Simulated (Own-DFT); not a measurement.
# Point defects and the pressure they add: C11b WSi2

No measurement is shown. These are fixed-geometry runs of a retired plane-wave code named Own-DFT, which no person has reviewed; spin and spin-orbit coupling are neglected.

Common settings: PBE; PseudoDojo norm-conserving scalar-relativistic files; cutoff 50 hartree; 5 x 5 x 5 k mesh centred on Gamma; cold (Marzari-Vanderbilt) smearing of 0.2 eV.

Limits: forces on such cells failed a check on a denser k mesh; stress not checked against mesh or cutoff.

All runs share one cell, with vectors in Å (-2.148, -5.953, 3.409); (-6.444, 2.976, 1.136); (-2.553, -2.948, -6.757) and a volume of 403.2 Å³. The atoms are randomly displaced, by u rms on each axis. The defect's site can differ from row to row.

```
              cell  formula   u (Å)  P (GPa)
         no defect  Si20W10  0.0207     4.32
         no defect  Si20W10  0.0492     5.82
         no defect  Si20W10  0.0507     6.12
    one Si vacancy  Si19W10  0.0267     3.36
    one Si vacancy  Si19W10  0.0310     3.22
    one Si vacancy  Si19W10  0.0505     5.00
     one W vacancy   Si20W9  0.0282     3.29
     one W vacancy   Si20W9  0.0314     3.40
     one W vacancy   Si20W9  0.0433     4.66
one W on a Si site  Si19W11  0.0287        ?
one W on a Si site  Si19W11  0.0345     9.53
one W on a Si site  Si19W11  0.0483    10.79
one W on a Si site  Si19W11  0.0491    10.33
one Si on a W site   Si21W9  0.0323     6.54
one Si on a W site   Si21W9  0.0426     7.07
one Si on a W site   Si21W9  0.0478     7.20
```

## Fit

P = P0 + c u² + a shift for each defect gives P0 = 3.83 GPa, c = 876 ± 87 GPa/Å² and a scatter of 0.23 GPa. The shifts, and each times the cell's volume:

- one W on a Si site: 4.65 ± 0.19 GPa, 11.7 eV
- one Si on a W site: 1.60 ± 0.19 GPa, 4.0 eV
- one W vacancy: -1.12 ± 0.20 GPa, -2.8 eV
- one Si vacancy: -1.21 ± 0.19 GPa, -3.0 eV

Positive is outwards. The product with the volume (160.2 GPa Å³ to the eV) is nearly free of the cell's size; divided by the bulk modulus at the cell's pressure it gives the volume that the defect adds. The atoms around the defects weren't relaxed, which would change these numbers.

## The run left out

Question: what pressure belongs in the blank (one W on a Si site, u = 0.0287 Å)?

From the fit: 9.20 ± 0.29 GPa. DFT gave 10.03 GPa.
